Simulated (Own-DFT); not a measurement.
# Computed records: GaP (zincblende, strongly disordered by large displacements), InAs (zincblende, strongly disordered by large displacements)

A calculation, not a measurement: plane-wave PBE density functional theory by an unreviewed code, no spin, of a simulated periodic cell, stress positive in tension, free energy of the whole cell less one offset for each atom, forces on such cells passed a denser k mesh, this cell's mesh not checked; broken bonds can close the gap or carry spin, so checks made on this kind of crystal may not hold here; offsets are fitted by least squares, one for each functional and potential file, so energies compare only between cells with the same atoms and settings and are not formation energies; the far tail of each file's local potential was reset to the Coulomb form; each entry is a single point on an unrelaxed cell, so the pressure reflects the starting lattice, mostly measured values (interpolated for alloys), from which strain is counted, and rises with the displacements; printed positions are rounded, which can move forces by about a meV/angstrom; the program, named Own-DFT, is a retired in-house code; no spin-orbit coupling. Program: Own-DFT development build.

Settings shared by all entries: functional PBE; potential files PseudoDojo norm-conserving, scalar-relativistic, standard set; wave cutoff 42 hartree; occupations Fermi-Dirac; smearing width 0.1 eV; k mesh 3 x 3 x 3 centred on Gamma.

(1) GaP (zincblende, strongly disordered by large displacements)

```
CELL_PARAMETERS angstrom
10.90100 0.00000 0.00000
0.00000 10.90100 0.00000
0.00000 0.00000 10.90100
ATOMIC_POSITIONS crystal
Ga 0.03756 0.01126 0.97877
Ga 0.01615 0.25537 0.27162
Ga 0.18730 0.05173 0.28459
Ga 0.22805 0.23070 0.93923
P 0.07244 0.13538 0.11426
P 0.14689 0.39494 0.39119
P 0.37816 0.15298 0.36748
P 0.41630 0.41637 0.08671
Ga 0.96506 0.01762 0.50859
Ga 0.95120 0.21737 0.74491
Ga 0.27846 0.99764 0.74101
Ga 0.18212 0.26613 0.51747
P 0.11875 0.09975 0.56704
P 0.16762 0.40782 0.85559
P 0.38590 0.11680 0.85025
P 0.34451 0.40538 0.62328
Ga 0.01315 0.52956 0.98163
Ga 0.97937 0.78548 0.26333
Ga 0.20135 0.49828 0.24347
Ga 0.25833 0.83933 0.01337
P 0.09229 0.62163 0.15476
P 0.13314 0.88918 0.40591
P 0.38326 0.61985 0.39055
P 0.38501 0.89990 0.18054
Ga 0.99473 0.52637 0.52322
Ga 0.02251 0.71288 0.76358
Ga 0.24810 0.55144 0.74705
Ga 0.24205 0.72652 0.54801
P 0.10997 0.61264 0.63680
P 0.13013 0.87972 0.88333
P 0.37342 0.60396 0.93643
P 0.37983 0.87353 0.58938
Ga 0.52049 0.98881 0.97318
Ga 0.55207 0.27359 0.22625
Ga 0.71582 0.07241 0.22424
Ga 0.73704 0.30624 0.01300
P 0.59333 0.14120 0.10082
P 0.65733 0.36808 0.34722
P 0.83003 0.15064 0.36191
P 0.88842 0.34372 0.15727
Ga 0.52648 0.92210 0.48403
Ga 0.50689 0.22481 0.69298
Ga 0.75016 0.00029 0.77589
Ga 0.73874 0.24863 0.49165
P 0.63458 0.07416 0.60984
P 0.60829 0.35124 0.88717
P 0.84357 0.12998 0.87046
P 0.87633 0.32978 0.58786
Ga 0.52658 0.49978 0.96222
Ga 0.49496 0.73910 0.30475
Ga 0.68959 0.53422 0.25388
Ga 0.78050 0.75410 0.99210
P 0.57559 0.66169 0.15622
P 0.62744 0.86732 0.33613
P 0.90483 0.64928 0.36150
P 0.81896 0.86257 0.15904
Ga 0.53440 0.47535 0.48656
Ga 0.53007 0.74166 0.73776
Ga 0.71900 0.50568 0.71123
Ga 0.78840 0.75673 0.53601
P 0.60818 0.62472 0.61888
P 0.60606 0.84136 0.87654
P 0.89997 0.62864 0.87291
P 0.85074 0.91559 0.60935
```

* hardware: one NVIDIA H100
* free energy of cell above offsets: 25.554 eV
* pressure: 15.07 GPa
* stress xx: -12.95 GPa
* stress yy: -16.05 GPa
* stress zz: -16.21 GPa
* stress yz: -0.95 GPa
* stress xz: -0.65 GPa
* stress xy: -0.67 GPa
* wall time: 669.2 s

Force:
| element | x (eV/Å) | y (eV/Å) | z (eV/Å) |
| --- | --- | --- | --- |
| Ga | -4.342 | 0.766 | -0.79 |
| Ga | 0.571 | -0.417 | 2.802 |
| Ga | 2.258 | 0.224 | -0.531 |
| Ga | 0.047 | -0.085 | 1.336 |
| P | 2.963 | 1.697 | 1.325 |
| P | -3.161 | 1.122 | -0.696 |
| P | -0.338 | 0.012 | -0.006 |
| P | -4.05 | -3.011 | 4.803 |
| Ga | -1.098 | 0.202 | -5.365 |
| Ga | 3.534 | 1.847 | -2.495 |
| Ga | -1.947 | -1.666 | -2.148 |
| Ga | 4.43 | 0.66 | 2.133 |
| P | 2.957 | -1.048 | 4.823 |
| P | -3.232 | -1.493 | 1.677 |
| P | 1.434 | 1.379 | 1.406 |
| P | 1.794 | -1.786 | -0.871 |
| Ga | 3.212 | -4.084 | 3.28 |
| Ga | 3.667 | 3.675 | -1.995 |
| Ga | 4.994 | 0.072 | -1.089 |
| Ga | 3.836 | -2.089 | 4.216 |
| P | -1.631 | 3.293 | -2.36 |
| P | -1.667 | -0.895 | -0.5 |
| P | -4.004 | -3.509 | 2.592 |
| P | -0.881 | 0.669 | -1.782 |
| Ga | -3.776 | -3.592 | -4.85 |
| Ga | 0.054 | 6.121 | 0.94 |
| Ga | 5.518 | -0.665 | 2.622 |
| Ga | 2.061 | 1.135 | -3.473 |
| P | 1.264 | 0.763 | -1.5 |
| P | -0.557 | -2.06 | -5.918 |
| P | -3.994 | 3.802 | -1.671 |
| P | -2.642 | -0.941 | 4.44 |
| Ga | -2.704 | 1.218 | 2.005 |
| Ga | -6.392 | 0.947 | -0.029 |
| Ga | 1.744 | -4.033 | 0.938 |
| Ga | 3.914 | -2.263 | 3.09 |
| P | -0.272 | -1.142 | -5.114 |
| P | 1.085 | 1.23 | 3.777 |
| P | 5.275 | -2.996 | -1.376 |
| P | -3.168 | 3.892 | -3.448 |
| Ga | 0.93 | 3.641 | 0.641 |
| Ga | -1.194 | 1.113 | 0.379 |
| Ga | -2.659 | -3.21 | -1.946 |
| Ga | -4.529 | -0.954 | 1.969 |
| P | -0.541 | 1.314 | -0.516 |
| P | 0.045 | -1.24 | -6.52 |
| P | 0.945 | 0.877 | 5.914 |
| P | 2.786 | 4.536 | 2.735 |
| Ga | 3.505 | 3.443 | -0.576 |
| Ga | -2.891 | 2.084 | -0.083 |
| Ga | 3.225 | 1.265 | -0.531 |
| Ga | -1.004 | 0.282 | -0.071 |
| P | 2.111 | -2.039 | -6.268 |
| P | 5.484 | 2.317 | -0.795 |
| P | -4.056 | -4.92 | 4.371 |
| P | 0.307 | 1.57 | -0.34 |
| Ga | -2.972 | -0.155 | -0.064 |
| Ga | -5.297 | 1.29 | 0.09 |
| Ga | 3.509 | -4.274 | 3.287 |
| Ga | -1.599 | -4.093 | -3.206 |
| P | 0.995 | 0.443 | -5.016 |
| P | 4.214 | 0.959 | 1.8 |
| P | -6.967 | -0.566 | -0.591 |
| P | -1.103 | -0.633 | 5.139 |

(2) GaP (zincblende, strongly disordered by large displacements)

```
CELL_PARAMETERS angstrom
10.90100 0.00000 0.00000
0.00000 10.90100 0.00000
0.00000 0.00000 10.90100
ATOMIC_POSITIONS crystal
Ga 0.04298 0.05146 0.98275
Ga 0.98624 0.29438 0.26745
Ga 0.28719 0.99223 0.20227
Ga 0.28016 0.25954 0.98628
P 0.09264 0.20736 0.05090
P 0.11203 0.31222 0.38274
P 0.35385 0.16627 0.33943
P 0.39860 0.42882 0.18296
Ga 0.04837 0.08137 0.46727
Ga 0.97997 0.24003 0.74606
Ga 0.29807 0.03060 0.73282
Ga 0.31125 0.22870 0.50270
P 0.10650 0.15289 0.62925
P 0.19378 0.40790 0.90652
P 0.32464 0.11132 0.91225
P 0.37654 0.37018 0.61524
Ga 0.92349 0.46579 0.00136
Ga 0.99556 0.75761 0.24800
Ga 0.25578 0.51409 0.22495
Ga 0.19010 0.75682 0.02181
P 0.14422 0.65681 0.15343
P 0.11202 0.92482 0.41247
P 0.36033 0.67800 0.34298
P 0.41522 0.85433 0.15790
Ga 0.01503 0.50872 0.51824
Ga 0.06247 0.76872 0.74582
Ga 0.23847 0.50573 0.74351
Ga 0.24351 0.81478 0.40716
P 0.12265 0.63246 0.62268
P 0.12944 0.91288 0.93032
P 0.32933 0.70251 0.86897
P 0.37903 0.86743 0.61553
Ga 0.51539 0.04754 0.94397
Ga 0.48029 0.30969 0.29206
Ga 0.76343 0.03310 0.25527
Ga 0.72564 0.31166 0.00037
P 0.65287 0.12897 0.10073
P 0.63078 0.34954 0.36411
P 0.87245 0.15014 0.39612
P 0.82935 0.41582 0.13577
Ga 0.49007 0.99072 0.49019
Ga 0.49083 0.27486 0.73190
Ga 0.76230 0.00876 0.75673
Ga 0.74991 0.20088 0.53463
P 0.62741 0.14377 0.65416
P 0.59828 0.38420 0.91124
P 0.88828 0.04101 0.86862
P 0.89448 0.38320 0.55800
Ga 0.49097 0.53779 0.98316
Ga 0.48052 0.71280 0.22561
Ga 0.76327 0.46527 0.32931
Ga 0.76731 0.77214 0.98451
P 0.61224 0.63025 0.15966
P 0.57309 0.86165 0.29870
P 0.83538 0.61757 0.39899
P 0.86348 0.85297 0.12181
Ga 0.45260 0.47150 0.44225
Ga 0.52848 0.81441 0.72730
Ga 0.72848 0.48289 0.68297
Ga 0.82435 0.78230 0.44555
P 0.64895 0.64650 0.65233
P 0.66809 0.88138 0.87267
P 0.82437 0.62947 0.90822
P 0.85051 0.88579 0.62669
```

- hardware: one NVIDIA H100
- free energy of cell above offsets: 51.312 eV
- pressure: 23.02 GPa
- stress xx: -23.12 GPa
- stress yy: -26.82 GPa
- stress zz: -19.14 GPa
- stress yz: -2.45 GPa
- stress xz: 0.59 GPa
- stress xy: 4.59 GPa
- wall time: 620.6 s

Force:
| element | x (eV/Å) | y (eV/Å) | z (eV/Å) |
| --- | --- | --- | --- |
| Ga | -4.991 | 1.586 | 2.055 |
| Ga | -7.152 | -0.88 | -7.533 |
| Ga | -2.67 | 2.56 | 0.682 |
| Ga | -0.161 | 6.475 | 5.179 |
| P | 0.353 | 5.972 | 4.431 |
| P | 7.201 | 2.849 | 6.156 |
| P | 0.924 | -4.869 | -4.218 |
| P | 4.635 | -1.165 | -7.483 |
| Ga | -2.788 | 3.491 | -0.554 |
| Ga | -2.25 | 1.72 | 2.274 |
| Ga | -1.734 | -0.513 | -2.036 |
| Ga | -3.688 | -0.265 | 4.114 |
| P | 5.624 | -0.495 | 2.437 |
| P | -3.403 | 2.13 | 0.295 |
| P | 3.382 | -7.695 | -2.924 |
| P | -1.527 | 4.314 | 0.247 |
| Ga | 6.109 | 3.42 | -7.825 |
| Ga | -0.841 | 0.171 | 1.099 |
| Ga | -6.838 | 2.789 | 3.571 |
| Ga | 3.66 | 2.751 | -5.689 |
| P | -3.919 | -4.536 | 5.323 |
| P | -4.327 | -1.44 | -3.248 |
| P | -5.496 | -6.004 | 7.512 |
| P | -1.534 | 9.061 | -5.94 |
| Ga | 2.829 | 3.257 | -2.979 |
| Ga | -2.24 | 2.722 | 2.34 |
| Ga | 1.168 | 1.292 | -1.086 |
| Ga | 5.106 | -3.502 | 1.496 |
| P | 2.583 | -0.309 | -1.379 |
| P | 4.325 | -6.38 | -5.377 |
| P | 1.528 | -1.73 | -0.298 |
| P | -2.609 | 0.821 | -0.738 |
| Ga | 2.139 | -1.11 | 1.416 |
| Ga | -3.813 | -5.742 | -2.628 |
| Ga | -0.313 | -1.883 | -1.144 |
| Ga | 5.421 | -6.027 | 4.512 |
| P | -0.566 | 1.062 | -0.526 |
| P | 4.247 | -2.363 | 6.601 |
| P | 0.183 | -1.237 | -3.47 |
| P | -2.729 | -2.763 | 8.598 |
| Ga | 0.822 | 0.904 | -1.745 |
| Ga | 2.163 | -0.828 | 3.828 |
| Ga | -6.108 | 0.575 | -6.056 |
| Ga | 1.781 | 3.568 | -2.649 |
| P | -3.618 | -3.154 | 2.784 |
| P | -6.677 | 2.539 | -7.451 |
| P | 4.847 | 3.467 | 4.167 |
| P | -5.739 | -5.12 | 3.378 |
| Ga | -1.121 | 2.175 | 1.086 |
| Ga | 0.816 | -5.145 | 0.71 |
| Ga | 1.502 | 0.38 | -3.001 |
| Ga | -2.621 | 2.427 | 4.431 |
| P | 8.548 | -6.166 | -5.332 |
| P | 2.767 | 5.326 | 2.67 |
| P | 4.2 | -4.037 | -0.575 |
| P | 2.09 | 3.885 | 3.706 |
| Ga | 0.364 | 2.46 | 0.944 |
| Ga | 1.631 | -2.441 | 2.084 |
| Ga | 1.94 | -3.379 | 1.196 |
| Ga | -1.462 | 8.856 | 2.851 |
| P | -2.153 | 3.789 | -1.497 |
| P | -5.943 | 2.251 | -1.367 |
| P | 3.897 | -8.253 | -5.767 |
| P | 2.246 | -1.611 | -1.662 |

(3) InAs (zincblende, strongly disordered by large displacements)

```
CELL_PARAMETERS angstrom
12.11660 0.00000 0.00000
0.00000 12.11660 0.00000
0.00000 0.00000 12.11660
ATOMIC_POSITIONS crystal
In 0.03331 0.96861 0.98365
In 0.00907 0.27559 0.25867
In 0.22058 0.01492 0.21828
In 0.23649 0.22866 0.96218
As 0.06021 0.11804 0.10659
As 0.12991 0.39568 0.40104
As 0.36272 0.11705 0.37130
As 0.40284 0.36085 0.09829
In 0.97512 0.97976 0.53625
In 0.00811 0.21021 0.76270
In 0.24480 0.01543 0.71950
In 0.27204 0.29014 0.51894
As 0.12976 0.17083 0.64414
As 0.12574 0.39645 0.83241
As 0.36822 0.11892 0.84401
As 0.36018 0.32320 0.66722
In 0.02066 0.51897 0.02931
In 0.02667 0.69828 0.23227
In 0.27006 0.46220 0.26285
In 0.25671 0.74712 0.94527
As 0.13760 0.60977 0.12379
As 0.11516 0.90059 0.34576
As 0.37704 0.59267 0.41090
As 0.37016 0.89067 0.15453
In 0.00651 0.53512 0.46377
In 0.01455 0.75223 0.77178
In 0.23507 0.51163 0.75739
In 0.26332 0.72274 0.44246
As 0.16264 0.66732 0.67416
As 0.14649 0.88367 0.87962
As 0.36660 0.65338 0.84536
As 0.37596 0.83655 0.66326
In 0.47660 0.99555 0.98246
In 0.53461 0.27315 0.23739
In 0.74352 0.99885 0.24367
In 0.74268 0.29813 0.96960
As 0.60413 0.06886 0.16261
As 0.61122 0.38142 0.38609
As 0.86873 0.08814 0.35107
As 0.87704 0.39237 0.13424
In 0.50531 0.00338 0.51005
In 0.48977 0.26720 0.76776
In 0.74249 0.01701 0.77498
In 0.74420 0.21914 0.46872
As 0.61710 0.12704 0.62699
As 0.60379 0.37017 0.85288
As 0.86018 0.13659 0.82219
As 0.89180 0.39132 0.63126
In 0.54840 0.53057 0.90864
In 0.50761 0.72018 0.26784
In 0.76654 0.46605 0.24657
In 0.78337 0.70490 0.04460
As 0.61405 0.60812 0.13101
As 0.63359 0.87807 0.30825
As 0.86848 0.64556 0.37037
As 0.83434 0.86603 0.10872
In 0.53215 0.47557 0.51872
In 0.52619 0.69245 0.75898
In 0.74697 0.51606 0.76654
In 0.71437 0.74219 0.50108
As 0.63449 0.65338 0.62984
As 0.60940 0.89070 0.88146
As 0.87286 0.60147 0.85432
As 0.87221 0.87128 0.63847
```

* hardware: one NVIDIA H200
* free energy of cell above offsets: 31.893 eV
* pressure: 14.41 GPa
* stress xx: -17.53 GPa
* stress yy: -13.42 GPa
* stress zz: -12.28 GPa
* stress yz: -2.66 GPa
* stress xz: 2.44 GPa
* stress xy: 0.15 GPa
* wall time: 1225 s

Force:
| element | x (eV/Å) | y (eV/Å) | z (eV/Å) |
| --- | --- | --- | --- |
| In | -6.807 | 1.946 | 3.819 |
| In | -0.363 | -1.304 | 0.426 |
| In | 0.548 | 1.742 | -0.247 |
| In | -0.77 | 1.363 | 1.429 |
| As | 1.556 | 2.585 | 1.029 |
| As | 0.473 | -1.922 | -0.649 |
| As | 0.095 | 1.134 | 0.226 |
| As | -1.381 | 0.609 | -0.315 |
| In | 3.937 | 3.998 | -4.358 |
| In | -0.117 | 5.75 | 2.458 |
| In | 0.235 | -2.053 | -0.996 |
| In | -2.983 | -2.983 | -7.119 |
| As | 4.518 | -2.868 | -6.817 |
| As | -5.425 | -5.588 | 5.491 |
| As | 0.8 | -0.603 | 1.71 |
| As | -2.502 | 6.454 | 0.592 |
| In | -5.206 | -4.722 | -6.09 |
| In | -4.384 | 5.318 | 4.464 |
| In | 1.339 | 0.023 | -1.847 |
| In | -1.873 | 1.613 | 7.627 |
| As | 10.12 | 1.054 | -0.133 |
| As | -1.219 | -2.713 | 2.195 |
| As | 5.322 | -5.359 | -2.208 |
| As | 0.799 | -1.522 | -1.729 |
| In | -0.868 | 0.403 | 3.184 |
| In | -2.644 | 0.75 | 0.126 |
| In | 5.669 | 1.33 | -2.324 |
| In | -5.845 | 7.293 | 2.23 |
| As | 0.491 | 1.772 | -4.485 |
| As | 2.201 | -0.181 | -5.879 |
| As | 1.281 | -5.804 | -1.304 |
| As | -0.391 | 1.265 | -1.72 |
| In | -1.245 | 0.586 | 1.939 |
| In | -1.442 | -2.413 | -1.135 |
| In | 8.862 | 1.065 | -1.344 |
| In | 2.423 | -2.379 | 2.031 |
| As | -6.849 | 4.861 | -4.513 |
| As | 4.288 | -2.532 | -3.304 |
| As | 3.847 | 2.758 | 2.971 |
| As | 4.991 | -4.032 | -6.188 |
| In | -1.518 | -1.484 | -1.122 |
| In | 2.505 | -7.489 | 0.097 |
| In | -5.352 | -5.975 | -3.007 |
| In | 0.236 | 0.795 | 1.167 |
| As | 0.833 | 0.916 | 0.643 |
| As | 5.458 | -0.832 | 0.471 |
| As | -0.61 | 3.057 | 6.446 |
| As | -0.238 | -0.168 | -0.75 |
| In | -2.703 | 5.784 | 5.2 |
| In | -1.539 | 0.086 | 0.116 |
| In | -6.109 | 5.061 | 6.049 |
| In | -1.703 | -4.433 | -2.755 |
| As | 0.478 | -1.859 | -1.347 |
| As | -5.206 | -5.39 | 5.826 |
| As | -1.205 | 0.099 | -1.124 |
| As | 3.905 | 4.529 | 0.45 |
| In | -2.977 | 3.001 | 5.138 |
| In | -1.442 | 5.452 | 4.073 |
| In | -4.004 | -4.293 | -5.459 |
| In | 3.971 | 5.134 | -6.392 |
| As | 1.885 | -6.857 | -1.421 |
| As | 1.503 | -2.395 | -1.067 |
| As | 6.09 | 4.329 | 5.943 |
| As | -3.74 | -3.756 | 3.581 |

(4) InAs (zincblende, strongly disordered by large displacements)

```
CELL_PARAMETERS angstrom
12.11660 0.00000 0.00000
0.00000 12.11660 0.00000
0.00000 0.00000 12.11660
ATOMIC_POSITIONS crystal
In 0.00551 0.05560 0.99343
In 0.03020 0.23240 0.26714
In 0.24896 0.02148 0.26341
In 0.24490 0.23660 0.00527
As 0.12221 0.12196 0.12441
As 0.11544 0.39517 0.39985
As 0.36773 0.15154 0.39897
As 0.37472 0.36568 0.13821
In 0.01535 0.01849 0.51281
In 0.00381 0.24599 0.76361
In 0.22105 0.00182 0.72992
In 0.26228 0.26325 0.49882
As 0.13519 0.10746 0.61711
As 0.11906 0.35026 0.85347
As 0.36136 0.13366 0.89530
As 0.35600 0.37518 0.65056
In 0.98880 0.47768 0.00163
In 0.01735 0.76592 0.21511
In 0.24929 0.52520 0.26520
In 0.18858 0.70852 0.00134
As 0.11393 0.63694 0.13235
As 0.10490 0.88962 0.36159
As 0.35474 0.62196 0.38047
As 0.39287 0.88045 0.12248
In 0.02445 0.50097 0.50130
In 0.00887 0.75435 0.74622
In 0.25641 0.49790 0.71882
In 0.22465 0.76728 0.48635
As 0.10872 0.59782 0.62553
As 0.16337 0.89367 0.87605
As 0.36523 0.61904 0.84327
As 0.37643 0.86133 0.62241
In 0.48593 0.99732 0.02330
In 0.49440 0.25405 0.27831
In 0.75798 0.00369 0.26705
In 0.76961 0.27111 0.00999
As 0.62849 0.14520 0.12948
As 0.62587 0.33469 0.35018
As 0.86160 0.11364 0.37808
As 0.86861 0.36559 0.12285
In 0.49767 0.00149 0.50903
In 0.51483 0.23710 0.73755
In 0.73979 0.00673 0.71825
In 0.75306 0.26677 0.51966
As 0.59981 0.11344 0.63567
As 0.57522 0.37344 0.88420
As 0.86991 0.15741 0.88753
As 0.86571 0.39578 0.62279
In 0.48619 0.49245 0.00305
In 0.52535 0.72059 0.23947
In 0.73900 0.49712 0.24689
In 0.74314 0.75349 0.99280
As 0.63726 0.64721 0.13040
As 0.60727 0.87394 0.38247
As 0.88138 0.61557 0.38770
As 0.87420 0.89178 0.13221
In 0.50437 0.50863 0.49389
In 0.50415 0.76155 0.74521
In 0.76989 0.50913 0.78016
In 0.75306 0.76219 0.51279
As 0.60098 0.60268 0.62858
As 0.61733 0.86471 0.86027
As 0.88655 0.64925 0.91061
As 0.86710 0.88073 0.62033
```

- hardware: one NVIDIA H200
- free energy of cell above offsets: 9.383 eV
- pressure: 11.16 GPa
- stress xx: -10.83 GPa
- stress yy: -10.54 GPa
- stress zz: -12.11 GPa
- stress yz: -4.87 GPa
- stress xz: -0.37 GPa
- stress xy: -0.15 GPa
- wall time: 1190 s

Force:
| element | x (eV/Å) | y (eV/Å) | z (eV/Å) |
| --- | --- | --- | --- |
| In | -1.7 | -4.123 | -1.879 |
| In | -1.99 | 1.404 | 1.164 |
| In | 1.411 | -1.224 | -0.283 |
| In | -0.974 | 3.007 | 1.03 |
| As | 2.492 | 0.713 | 2.56 |
| As | 5.234 | -6.651 | -6.55 |
| As | 2.122 | -4.714 | -2.468 |
| As | -1.389 | 0.941 | 0.211 |
| In | -4.759 | -2.895 | -3.506 |
| In | -3.647 | -2.643 | -4.898 |
| In | 6.025 | -2.787 | 2.732 |
| In | -3.362 | 3.172 | 2.991 |
| As | -0.439 | 8.023 | -1.276 |
| As | 4.623 | 5.071 | 4.088 |
| As | 2.489 | -2.431 | -3.23 |
| As | 6.567 | -6.909 | -4.601 |
| In | 1.067 | 0.386 | -0.931 |
| In | -4.209 | 3.158 | 3.525 |
| In | -2.22 | -3.921 | -3.422 |
| In | 7.445 | 5.638 | -10.84 |
| As | -2.442 | -9.96 | 6.535 |
| As | 0.437 | 0.299 | 0.437 |
| As | 3.704 | 3.233 | 2.617 |
| As | -4.282 | -4.74 | 4.375 |
| In | -8.77 | 1.957 | 0.764 |
| In | 0.012 | 0.566 | 0.741 |
| In | -4.904 | 5.027 | 4.485 |
| In | 0.695 | -0.726 | 0.801 |
| As | 2.465 | 5.734 | 3.85 |
| As | -2.717 | -2.1 | 2.962 |
| As | -0.1 | 0.926 | 2.634 |
| As | -1.858 | 1.358 | -0.799 |
| In | 3.785 | 4.486 | -3.836 |
| In | -6.848 | -4.506 | -5.746 |
| In | -3.496 | -2.08 | -2.455 |
| In | -6.659 | -2.31 | -3.138 |
| As | -0.033 | -1.111 | 0.104 |
| As | 8.039 | 6.591 | 5.516 |
| As | 3.219 | 3.508 | 3.338 |
| As | 3.969 | 3.452 | 6.065 |
| In | -1.873 | -1.207 | -1.462 |
| In | -4.099 | 3.806 | 3.862 |
| In | 1.346 | -1.062 | 3.192 |
| In | -1.067 | -1.668 | -1.355 |
| As | 2.723 | -0.362 | -3.364 |
| As | 4.351 | -1.744 | -1.752 |
| As | -1.386 | -2.569 | -2.883 |
| As | 1.571 | 0.016 | 1.351 |
| In | -1.76 | 2.848 | 1.678 |
| In | -7.245 | 5.125 | 6.108 |
| In | 0.943 | -0.071 | 0.734 |
| In | -0.553 | 2.643 | 0.661 |
| As | 4.402 | -5.68 | -5.332 |
| As | 1.14 | -0.255 | -0.548 |
| As | -0.58 | 0.946 | -1.021 |
| As | -0.142 | 0.181 | -1.906 |
| In | -1.695 | -2.641 | -2.151 |
| In | -1.276 | -2.692 | -1.068 |
| In | -1.572 | -0.106 | -0.057 |
| In | -1.93 | -2.465 | -1.727 |
| As | 3.179 | 2.321 | 2.486 |
| As | 1.774 | 2.835 | 2.053 |
| As | 1.891 | -1.722 | -2.077 |
| As | 2.854 | 0.704 | 0.916 |
